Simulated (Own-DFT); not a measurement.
GaP (zincblende, atoms displaced) (calculated)

All values are calculated (Own-DFT development build). A calculation, not a measurement: plane-wave PBE density functional theory by an unreviewed code, no spin, of a simulated periodic cell, stress positive in tension, free energy of the whole cell less one offset for each atom, forces on such cells passed a denser k mesh, this cell's mesh not checked; offsets are fitted by least squares, one for each functional and potential file, so energies compare only between cells with the same atoms and settings and are not formation energies; the far tail of each file's local potential was reset to the Coulomb form; each entry is a single point on an unrelaxed cell, so the pressure reflects the starting lattice, mostly measured values (interpolated for alloys), from which strain is counted, and rises with the displacements; printed positions are rounded, which can move forces by about a meV/angstrom; the program, named Own-DFT, is a retired in-house code; no spin-orbit coupling.

```cif
# cell vector a (Å): 16.3515 0.0000 0.0000
# cell vector b (Å): 0.0000 10.9010 0.0000
# cell vector c (Å): 0.0000 0.0000 10.9010
data_GaP
_symmetry_space_group_name_H-M 'P 1'
_symmetry_Int_Tables_number 1
_cell_length_a 16.3515
_cell_length_b 10.9010
_cell_length_c 10.9010
_cell_angle_alpha 90.000
_cell_angle_beta 90.000
_cell_angle_gamma 90.000
_cell_volume 1943.08
loop_
_atom_site_label
_atom_site_type_symbol
_atom_site_fract_x
_atom_site_fract_y
_atom_site_fract_z
_atom_site_occupancy
Ga1 Ga 0.98436 0.00429 0.01681 1
Ga2 Ga 0.01253 0.25947 0.24034 1
Ga3 Ga 0.15485 0.98503 0.26623 1
Ga4 Ga 0.17337 0.24691 0.98792 1
P1 P 0.08566 0.13410 0.10438 1
P2 P 0.08453 0.38962 0.36370 1
P3 P 0.25305 0.12169 0.37708 1
P4 P 0.24656 0.35453 0.14973 1
Ga5 Ga 0.99003 0.02041 0.51728 1
Ga6 Ga 0.99381 0.24689 0.74444 1
Ga7 Ga 0.17185 0.02204 0.75589 1
Ga8 Ga 0.16069 0.25277 0.50057 1
P5 P 0.08435 0.14730 0.62846 1
P6 P 0.08443 0.38101 0.87409 1
P7 P 0.25891 0.12307 0.85821 1
P8 P 0.25678 0.37308 0.64880 1
Ga9 Ga 0.99053 0.48038 0.98797 1
Ga10 Ga 0.99423 0.74949 0.26754 1
Ga11 Ga 0.17957 0.48623 0.23809 1
Ga12 Ga 0.17928 0.73450 0.98550 1
P9 P 0.06316 0.65188 0.13502 1
P10 P 0.07760 0.84992 0.38385 1
P11 P 0.24327 0.62187 0.37972 1
P12 P 0.25580 0.87047 0.12482 1
Ga13 Ga 0.01552 0.50705 0.47897 1
Ga14 Ga 0.00081 0.76108 0.72982 1
Ga15 Ga 0.16805 0.49622 0.74361 1
Ga16 Ga 0.18678 0.74112 0.49029 1
P13 P 0.07547 0.62467 0.60797 1
P14 P 0.07786 0.88635 0.89023 1
P15 P 0.26395 0.60764 0.86905 1
P16 P 0.24549 0.86695 0.62370 1
Ga17 Ga 0.34189 0.99009 0.00955 1
Ga18 Ga 0.31567 0.21593 0.26163 1
Ga19 Ga 0.50326 0.00060 0.23119 1
Ga20 Ga 0.51467 0.24370 0.98450 1
P17 P 0.41585 0.13314 0.12680 1
P18 P 0.40270 0.37454 0.39053 1
P19 P 0.60520 0.12723 0.37400 1
P20 P 0.58210 0.38261 0.13823 1
Ga21 Ga 0.33047 0.99445 0.51691 1
Ga22 Ga 0.33301 0.25133 0.74025 1
Ga23 Ga 0.49263 0.02062 0.74155 1
Ga24 Ga 0.49908 0.26233 0.48045 1
P21 P 0.42862 0.12294 0.63017 1
P22 P 0.43084 0.37120 0.89912 1
P23 P 0.58297 0.13251 0.86552 1
P24 P 0.59368 0.38828 0.62703 1
Ga25 Ga 0.32911 0.52156 0.97198 1
Ga26 Ga 0.34139 0.74667 0.23417 1
Ga27 Ga 0.50715 0.49241 0.24767 1
Ga28 Ga 0.50022 0.76110 0.00472 1
P25 P 0.41078 0.61850 0.11469 1
P26 P 0.41861 0.89686 0.35750 1
P27 P 0.57652 0.61256 0.37538 1
P28 P 0.58204 0.87874 0.09558 1
Ga29 Ga 0.32576 0.49398 0.50359 1
Ga30 Ga 0.31529 0.74871 0.73706 1
Ga31 Ga 0.50393 0.48729 0.75866 1
Ga32 Ga 0.50173 0.73742 0.51126 1
P29 P 0.40651 0.61738 0.62371 1
P30 P 0.41689 0.87797 0.89698 1
P31 P 0.57762 0.59859 0.87372 1
P32 P 0.56815 0.87734 0.62035 1
Ga33 Ga 0.65831 0.98602 0.98501 1
Ga34 Ga 0.67844 0.23930 0.22488 1
Ga35 Ga 0.83976 0.99406 0.25834 1
Ga36 Ga 0.83398 0.25400 0.00692 1
P33 P 0.76552 0.13530 0.13490 1
P34 P 0.74899 0.40017 0.38622 1
P35 P 0.91882 0.10472 0.35943 1
P36 P 0.90956 0.35290 0.14995 1
Ga37 Ga 0.67797 0.98904 0.50127 1
Ga38 Ga 0.66116 0.25360 0.76472 1
Ga39 Ga 0.84207 0.99314 0.74879 1
Ga40 Ga 0.84047 0.24944 0.50557 1
P37 P 0.75660 0.11120 0.63523 1
P38 P 0.75252 0.38945 0.87829 1
P39 P 0.92302 0.13832 0.90397 1
P40 P 0.91021 0.34753 0.63557 1
Ga41 Ga 0.65779 0.52273 0.00648 1
Ga42 Ga 0.67473 0.73971 0.25930 1
Ga43 Ga 0.82808 0.51784 0.25260 1
Ga44 Ga 0.81936 0.76175 0.02381 1
P41 P 0.76558 0.63947 0.13624 1
P42 P 0.75515 0.86851 0.38801 1
P43 P 0.92432 0.64106 0.39202 1
P44 P 0.91137 0.87439 0.12058 1
Ga45 Ga 0.66117 0.52592 0.50815 1
Ga46 Ga 0.67543 0.74628 0.75451 1
Ga47 Ga 0.83823 0.49373 0.73326 1
Ga48 Ga 0.83575 0.73892 0.49538 1
P45 P 0.76602 0.63296 0.61790 1
P46 P 0.73431 0.87633 0.87872 1
P47 P 0.91062 0.64076 0.85925 1
P48 P 0.92646 0.87883 0.63762 1
_calc_functional 'PBE'
_calc_potential_files 'PseudoDojo norm-conserving, scalar-relativistic, standard set'
_calc_wave_cutoff 42  # hartree
_calc_occupations 'Fermi-Dirac'
_calc_smearing_width 0.1  # eV
_calc_k_mesh '2 x 3 x 3 centred on Gamma'
_calc_free_energy_of_cell_above_offsets '-19.385'  # eV
_calc_pressure 7.92  # GPa
_calc_stress_xx -7.68  # GPa
_calc_stress_yy -7.96  # GPa
_calc_stress_zz -8.12  # GPa
_calc_stress_yz 0.82  # GPa
_calc_stress_xz 0.09  # GPa
_calc_stress_xy 1.89  # GPa
```

Force:
```tsv
element	x (eV/Å)	y (eV/Å)	z (eV/Å)
Ga	2.624	-0.166	-0.217
Ga	0.054	-1.574	0.418
Ga	0.593	0.509	-1.314
Ga	0.174	0.573	-0.188
P	-0.103	-1.581	2.005
P	1.559	-2.098	-0.195
P	-5.334	-4.648	5.921
P	2.021	-1.2	-4.22
Ga	1.45	-0.845	-0.658
Ga	1.405	-0.275	2.963
Ga	-2.872	-2.345	-0.964
Ga	1.472	1.272	-1.003
P	-0.223	-2.275	0.082
P	0.402	-0.899	-0.587
P	1.509	0.64	2.899
P	-2.282	1.144	-3.575
Ga	-0.894	2.019	1.595
Ga	-0.9	1.745	-1.551
Ga	-3.264	3.987	1.499
Ga	-1.812	1.579	1.574
P	3.248	-3.665	-3.348
P	1.456	2.864	1.939
P	3.712	-3.235	-3.764
P	-1.759	0.011	-0.023
Ga	-2.686	-0.482	1.014
Ga	2.701	-2.462	3.668
Ga	-1.467	0.891	0.279
Ga	-4.537	2.263	2.064
P	2.99	0.949	2.202
P	1.229	-0.712	-1.6
P	-8.855	6.226	-7.542
P	-1.521	2.542	0.021
Ga	-1.497	1.983	0.859
Ga	5.632	4.553	-4.283
Ga	0.971	0.929	0.69
Ga	-1.432	1.122	3.951
P	0.47	0.307	-0.512
P	0.837	-0.744	-2.883
P	-1.786	0.004	-0.677
P	2.61	-2.671	-2.688
Ga	1.526	0.6	-1.323
Ga	3.568	-1.446	2.043
Ga	3.06	-4.963	4.555
Ga	1.868	-1.001	1.231
P	-4.642	4.276	-4.774
P	-3.088	1.03	-2.246
P	0.623	-3.175	-0.06
P	-1.237	-1.373	-0.244
Ga	8.247	-8.033	8.632
Ga	-0.443	0.786	1.901
Ga	-3.995	0.765	1.21
Ga	-1.134	-3.547	-1.358
P	1.88	-0.437	0.403
P	-0.577	-2.238	1.683
P	0.416	2.288	-0.276
P	0.663	-0.631	4.924
Ga	-0.654	0.818	0.633
Ga	3.561	-0.728	1.605
Ga	-2.102	-1.011	-1.959
Ga	-1.684	0.365	-1.391
P	1.113	0.434	0.945
P	0.281	-0.585	-4.406
P	0.61	5.073	0.011
P	2.586	0.265	1.044
Ga	0.436	4.308	0.484
Ga	-2.287	2.889	3.08
Ga	-2.346	-1.665	-1.459
Ga	-0.558	1.23	-1.081
P	-0.026	-3.605	-1.889
P	0.175	-1.501	-0.384
P	2.241	3.755	2.34
P	-0.275	3.145	-1.074
Ga	-1.655	0.846	1.356
Ga	2.732	1.501	-1.734
Ga	-0.62	0.737	2.212
Ga	-2.283	-1.565	-2.579
P	-0.882	1.301	-0.457
P	-0.556	-0.443	0.611
P	-0.952	-0.344	-3.393
P	1.224	3.285	-0.922
Ga	2.428	-1.967	1.63
Ga	-1.258	0.88	0.15
Ga	2.498	-2.589	2.421
Ga	1.949	2.294	-5.02
P	-4.589	-2.32	0.129
P	0.161	-0.265	-1.757
P	-0.912	-3.081	-1.141
P	0.218	-0.639	2.139
Ga	1.871	-0.903	0.245
Ga	-2.021	-1.186	-1.318
Ga	-0.165	0.623	1.439
Ga	0.891	2.949	0.589
P	-3.14	-1.24	1.923
P	4.346	-0.783	-0.933
P	0.068	-0.998	0.872
P	-3.059	1.588	-3.118
```
